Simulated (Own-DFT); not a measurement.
# How strain changes the stress of beta-Si3N4, 112 atoms (N64Si48)

Calculated results; nothing here was measured. The program, named Own-DFT, is a retired in-house plane-wave density functional code that no person has reviewed. Each row is one single-point run on a periodic cell that was not relaxed, without spin or spin-orbit coupling.

Settings of every run: PBE; PseudoDojo norm-conserving scalar-relativistic files; cutoff 42 hartree; 2 x 2 x 4 k mesh centred on Gamma; Fermi-Dirac smearing of 0.1 eV.

Known limits: forces on such cells moved up to 12 meV/angstrom on a denser k mesh; stress not checked against mesh or cutoff.

Unstrained cell vectors in Å: (15.212, 0.000, 0.000); (-7.606, 13.174, 0.000); (0.000, 0.000, 5.818). The unstrained cell has measured lattice constants (interpolated for alloys), not those of this functional. That, the random moves and any unrelaxed bonds set the pressure at no strain. Each run strains this cell uniformly, with the atoms carried along. Every atom was also moved at random, by a Gaussian of width 0.05 Å on each axis. Strain is the symmetric tensor, in per cent. Stress is positive in tension, and the pressure is minus a third of its trace.

```
run  e_xx (%)  e_yy (%)  e_zz (%)  e_yz (%)  e_xz (%)  e_xy (%)  s_xx (GPa)  s_yy (GPa)  s_zz (GPa)  s_yz (GPa)  s_xz (GPa)  s_xy (GPa)  P (GPa)  E (meV/atom)
  1     -1.18     -0.36     -0.76     -1.47      0.26      0.98      -14.90      -12.63      -14.92       -3.42        0.19        2.86    14.15          22.5
  2     -0.18     -1.80      1.11     -1.45      1.78     -0.07      -11.40      -15.41       -6.52       -6.96        8.20        0.89    11.11          30.1
  3     -0.76      1.06     -0.68      0.81      1.59      0.24       -8.94       -4.95      -13.97        1.60        7.09        1.39     9.29           2.6
  4      0.77     -0.07     -1.06     -1.02      1.03      0.51       -3.71       -8.35      -16.26       -4.25        4.66        1.25     9.44           0.0
  5      0.49     -0.71      0.48      1.61      1.16     -0.96       -5.98      -10.26       -8.06        6.29        3.18       -3.01     8.10          32.4
  6      1.32     -1.93     -1.37     -1.05      0.88     -0.67       -2.69      -18.04      -25.00       -3.28        3.21       -2.72    15.24          56.7
  7     -1.19      1.78      0.64     -0.59     -1.28     -0.94      -11.22        1.09       -5.78       -1.83       -4.98       -1.68     5.30           8.3
  8     -0.44      0.60     -1.26     -1.72     -0.77     -1.98      -12.74       -6.89      -18.20       -5.93       -4.18       -8.81    12.61          40.4
  9      1.82     -1.03     -0.96     -0.39      1.16     -1.18        0.93      -10.93      -17.66       -3.36        3.84       -4.32     9.22          17.0
 10     -0.75      0.96     -0.43      1.45     -1.64     -1.85      -11.01       -5.11      -12.75        4.14       -3.40       -8.66     9.62          30.3
 11     -1.43     -0.52     -1.11     -1.63     -0.02      0.28      -14.60      -14.17      -21.32       -4.54       -0.19        0.03    16.70          38.7
 12     -0.28      0.16     -1.26     -0.02      1.19      1.92       -9.49       -7.65      -20.17       -0.53        5.64        8.13    12.43          23.9
 13     -0.18      0.94     -0.16     -1.66      1.14     -1.22       -5.78       -3.76      -10.51       -4.08        3.07       -3.50     6.69           5.8
 14     -0.71     -1.62     -0.97     -0.76      1.93     -1.93      -16.70      -17.48      -18.77       -1.52        5.71       -9.92    17.65          33.6
 15     -0.95      0.88     -1.86     -0.97      0.67      1.25      -14.67       -5.48      -24.13       -3.85        4.79        4.66    14.76          45.7
 16     -1.43     -1.85     -1.12      1.09     -0.57     -0.09      -20.39      -21.69      -23.42        5.23       -1.28       -0.11    21.83          73.8
 17     -1.15      1.73      0.43     -1.96      1.13     -1.55       -8.32        0.76       -9.32       -6.07        3.85       -5.09     5.62          14.5
 18     -1.58      0.53     -1.26     -1.38     -1.93     -0.19           ?           ?           ?           ?           ?           ?        ?             ?
```

E is the free energy for each atom above the lowest run shown.

## Worked fit

Each stress component was fitted by least squares to a constant and the strains of the runs shown, as fractions, with shears doubled. Shear strains stay in the fit of a normal stress only where such slopes are resolved. The slopes, in GPa:

| stress | at no strain | per e_xx | per e_yy | per e_zz | scatter |
|---|---|---|---|---|---|
| s_xx | -7.1 | 588 ± 46 | 185 ± 36 | 98 ± 50 | 1.64 |
| s_yy | -7.6 | 155 ± 22 | 528 ± 17 | 121 ± 24 | 0.79 |
| s_zz | -11.2 | 68 ± 45 | 139 ± 35 | 667 ± 49 | 1.62 |

Each shear stress against twice its own strain: yz 165 ± 14, xz 175 ± 18, xy 217 ± 11 GPa. These are stiffnesses along x, y and z of the frame in which the cell vectors are given, which need not be the crystal's axes. The atoms are held to the strained lattice; where symmetry lets them move under strain, relaxing them would lower some slopes. The table should be nearly symmetric about its diagonal, and what it lacks of that shows the noise. A ninth of its sum, 283 ± 9 GPa, estimates the bulk modulus near the mean pressure of these runs, 11.8 GPa, so it lies above the value at zero pressure.

## Withheld run

Question: what normal stresses and pressure should run 18 give?

The fit gives s_xx = -16.7, s_yy = -8.8, s_zz = -20.0 and P = 15.2 GPa. The calculation gave -20.84, -5.68, -19.79 and P = 15.44 GPa. This run lies off the fit, by chance or by something that the fit leaves out.
